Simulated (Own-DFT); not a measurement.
# An alloy series: diamond-structure SiGe

All numbers below are calculated, not measured. They come from Own-DFT, an in-house plane-wave density functional program, since retired, whose code no person has reviewed. Each row is one single-point run on a periodic cell that was not relaxed, without spin or spin-orbit coupling.

Settings of every run: PBE; PseudoDojo norm-conserving scalar-relativistic files; cutoff 42 hartree; 5 x 5 x 5 k mesh centred on Gamma; Fermi-Dirac smearing of 0.1 eV.

Known limits, some of them of some rows only: forces on such cells failed a check on a denser k mesh; forces on such cells moved up to 12 meV/angstrom on a denser k mesh; forces on such cells passed a denser k mesh, each cell not checked; stress not checked against mesh or cutoff.

Each cell has 16 atoms, with Ge and Si placed at random on their shared sites; x is the share of Ge. Lattice constants follow the straight line between measured values of the end members, and atoms start on the ideal sites of that lattice. Every atom was also moved at random, by a Gaussian of width 0.03 Å on each axis. u is the rms move along one axis. dE is the free energy for each Ge or Si site above the straight-line part, a + b x, of the fit below.

| x | cell | u (Å) | volume (Å³/atom) | P (GPa) | dE (meV/site) |
|---|---|---|---|---|---|
| 0.125 | Ge2Si14 | 0.0267 | 20.340 | 2.20 | 7.4 |
| 0.125 | Ge2Si14 | 0.0289 | 20.340 | 2.32 | 17.7 |
| 0.125 | Ge2Si14 | 0.0273 | 20.340 | 2.19 | 7.0 |
| 0.125 | Ge2Si14 | 0.0274 | 20.340 | 2.23 | 9.3 |
| 0.250 | Ge4Si12 | 0.0320 | 20.659 | ? | ? |
| 0.500 | Ge8Si8 | 0.0303 | 21.306 | 2.89 | 33.5 |
| 0.500 | Ge8Si8 | 0.0342 | 21.306 | 2.75 | 29.8 |
| 0.500 | Ge8Si8 | 0.0290 | 21.306 | 2.82 | 27.7 |
| 0.500 | Ge8Si8 | 0.0287 | 21.306 | 2.77 | 23.7 |
| 0.750 | Ge12Si4 | 0.0269 | 21.966 | 3.34 | 20.9 |
| 0.750 | Ge12Si4 | 0.0261 | 21.966 | 3.27 | 16.5 |
| 0.750 | Ge12Si4 | 0.0276 | 21.966 | 3.33 | 18.9 |
| 0.750 | Ge12Si4 | 0.0279 | 21.966 | 3.28 | 17.7 |
| 0.875 | Ge14Si2 | 0.0362 | 22.302 | 3.63 | 13.9 |
| 0.875 | Ge14Si2 | 0.0330 | 22.302 | 3.76 | 21.2 |
| 0.875 | Ge14Si2 | 0.0283 | 22.302 | 3.56 | 7.1 |
| 0.875 | Ge14Si2 | 0.0238 | 22.302 | 3.61 | 9.6 |

## Worked fit

Fit E = a + b x + W x (1 - x) + k (u² - 0.03²) to the rows shown. It gives W = 112 ± 17 meV/site and k = 14 ± 5 eV/Å², with a scatter of 3.9 meV/site. Part of W is bond strain that relaxing the atoms would remove. The pressures follow P = 2.11 + 0.89 x + 0.97 x² GPa, with a scatter of 0.06.

## Withheld member

Question: what pressure and dE should the cell at x = 0.250 give?

The fits give 2.4 GPa and 23 meV/site. The calculation gave 2.47 GPa and 23.4 meV/site.
